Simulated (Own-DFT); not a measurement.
# Short bonds, stiff crystals?

No measurement is shown. These are fixed-geometry runs of a retired plane-wave code named Own-DFT, which no person has reviewed; spin and spin-orbit coupling are neglected.

Limits (not all hold for every row): forces on such cells moved up to 12 meV/angstrom on a denser k mesh; forces not confirmed at this smearing and k mesh; k mesh not checked against a denser one; forces on such cells passed a denser k mesh, each cell not checked; stress not checked against mesh or cutoff.

All runs are PBE with PseudoDojo norm-conserving files; cutoff and k mesh are each material's own. Every cell starts from measured lattice constants and was given uniform random strains and small random moves of its atoms. Each triple is the change of volume in per cent, the rms move u in Å and the pressure in GPa.

- wurtzite GaN (Ga36N36), 11.42 Å³/atom unstrained: (-1.85, 0.051, 11.57); (-1.58, 0.050, 11.60); (-1.16, 0.045, 10.16); (-0.41, 0.047, 8.68); (0.42, 0.047, 6.88); (1.23, 0.046, 5.25); (3.86, 0.051, 1.23)
- diamond silicon (Si64), 20.02 Å³/atom unstrained: (-1.70, 0.054, 4.59); (-0.99, 0.051, 3.71); (-0.69, 0.048, 3.41); (-0.54, 0.048, 3.04); (-0.33, 0.048, 2.70); (0.15, 0.047, 2.49); (2.83, 0.052, -0.04)
- zincblende GaP (Ga32P32), 20.24 Å³/atom unstrained: (-2.28, 0.053, 5.67); (-1.91, 0.051, 5.14); (0.22, 0.047, 2.99); (0.31, 0.051, 3.18); (0.80, 0.047, 2.77); (2.30, 0.048, 1.47); (3.91, 0.054, 0.14)
- zincblende GaAs (As32Ga32), 22.58 Å³/atom unstrained: withheld
- zincblende InP (In48P48), 25.27 Å³/atom unstrained: (-1.21, 0.047, 4.72); (-0.81, 0.050, 4.54); (1.12, 0.045, 2.82); (1.63, 0.049, 2.58); (1.86, 0.049, 2.29); (2.23, 0.046, 2.15); (2.68, 0.049, 1.74)
- grey tin (Sn64), 34.15 Å³/atom unstrained: (-3.74, 0.048, 5.85); (-3.70, 0.055, 5.83); (-2.86, 0.047, 5.25); (-1.56, 0.048, 4.61); (-1.17, 0.056, 4.50); (-0.34, 0.055, 3.85); (1.68, 0.051, 2.84)

## Working it out

Fit a line to each set against the fractional change of volume; B is minus its slope, and u is nearly the same within a set. To take it to zero pressure, assume that B rises by 4 GPa for each GPa: B0 = B - 4 x (mean pressure). The bond length of an ideal tetrahedral crystal with the unstrained volume v is d = (√3/4)(8 v)^(1/3). Cohen's empirical rule reads B0 = (1971 - 220 L) d^(-3.5) GPa, with L = 0 for group IV crystals and SiC and 1 for III-V compounds.

| material | L | d (Å) | B (GPa) | mean P (GPa) | B0 (GPa) | rule (GPa) |
|---|---|---|---|---|---|---|
| wurtzite GaN (Ga36N36) | 1 | 1.950 | 188 ± 9 | 7.9 | 156 ± 9 | 169 |
| diamond silicon (Si64) | 0 | 2.352 | 100 ± 5 | 2.8 | 88 ± 5 | 99 |
| zincblende GaP (Ga32P32) | 1 | 2.360 | 88 ± 3 | 3.1 | 76 ± 3 | 87 |
| zincblende GaAs (As32Ga32) | 1 | 2.448 | ? | ? | ? | 76 |
| zincblende InP (In48P48) | 1 | 2.541 | 78 ± 2 | 3.0 | 66 ± 2 | 67 |
| grey tin (Sn64) | 0 | 2.810 | 56 ± 2 | 4.7 | 37 ± 2 | 53 |

A line through ln[B0/(1971 - 220 L)] against ln d has a slope of -4.1 ± 0.5 and a scatter of 13 %. Against the rule, B0 stands at 92 % for wurtzite GaN, 89 % for diamond silicon, 87 % for zincblende GaP, 99 % for zincblende InP, 69 % for grey tin. PBE tends to make silicon and heavier crystals too soft, and the rule itself is only a guide.

## Withheld run

Asked: what B0 does the fitted trend give for zincblende GaAs (As32Ga32)?

Estimate: 65 GPa. Its own runs give B = 82 ± 3 GPa at a mean pressure of 4.5 GPa, so B0 = 64 GPa.
